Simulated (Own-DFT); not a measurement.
# What a defect does to the pressure of its cell: zincblende GaAs

Everything here is calculated. The program is Own-DFT (plane waves, in-house, since retired, never reviewed by a person); positions were held fixed, and spin and spin-orbit coupling were off.

Common settings: PBE; PseudoDojo norm-conserving scalar-relativistic files; cutoff 42 hartree; 3 x 3 x 3 k mesh centred on Gamma; Fermi-Dirac smearing of 0.1 eV.

Caveats (not all hold for every row): not probed for a lower state with spin; forces not confirmed at this smearing and k mesh; stress not checked against mesh or cutoff.

All runs share one cell, with vectors in Å (11.737, 0.000, 0.000); (0.000, 11.737, 0.000); (0.000, 0.000, 10.919) and a volume of 1504.3 Å³, strained against the parent crystal. Atoms were moved at random from their sites; u is the rms move along one axis. The defect's site can differ from row to row.

| cell | formula | u (Å) | P (GPa) |
|---|---|---|---|
| no defect | As32Ga32 | 0.0286 | 0.75 |
| no defect | As32Ga32 | 0.0312 | 0.74 |
| no defect | As32Ga32 | 0.0481 | 1.02 |
| one P on an As site | As31Ga32P | 0.0306 | 0.55 |
| one P on an As site | As31Ga32P | 0.0510 | 0.78 |
| one P on an As site | As31Ga32P | 0.0547 | 0.96 |
| one In on a Ga site | As32Ga31In | 0.0315 | 1.36 |
| one In on a Ga site | As32Ga31In | 0.0515 | 1.57 |
| one In on a Ga site | As32Ga31In | 0.0517 | 1.65 |
| one Al on a Ga site | AlAs32Ga31 | 0.0276 | 0.69 |
| one Al on a Ga site | AlAs32Ga31 | 0.0473 | 1.03 |
| one Al on a Ga site | AlAs32Ga31 | 0.0519 | 1.06 |
| one As vacancy and one Ga vacancy | As31Ga31 | 0.0282 | 0.40 |
| one As vacancy and one Ga vacancy | As31Ga31 | 0.0337 | 0.54 |
| one As vacancy and one Ga vacancy | As31Ga31 | 0.0493 | 0.73 |
| one As vacancy and one Ga vacancy | As31Ga31 | 0.0515 | ? |

## What the rows give

P = P0 + c u² + a shift for each defect gives P0 = 0.59 GPa, c = 181 ± 15 GPa/Å² and a scatter of 0.05 GPa. The shifts, and each times the cell's volume:

- one In on a Ga site: 0.55 ± 0.04 GPa, 5.2 eV
- one Al on a Ga site: -0.01 ± 0.04 GPa, -0.1 eV (not resolved)
- one P on an As site: -0.22 ± 0.04 GPa, -2.1 eV
- one As vacancy and one Ga vacancy: -0.30 ± 0.04 GPa, -2.8 eV

Positive is outwards. The product with the volume (160.2 GPa Å³ to the eV) is nearly free of the cell's size; divided by the bulk modulus at the cell's pressure it gives the volume that the defect adds. The atoms around the defects weren't relaxed, which would change these numbers.

## The run left out

Q: what pressure belongs in the blank (one As vacancy and one Ga vacancy, u = 0.0515 Å)?

From the fit: 0.77 ± 0.06 GPa. The calculation gave 0.76 GPa.
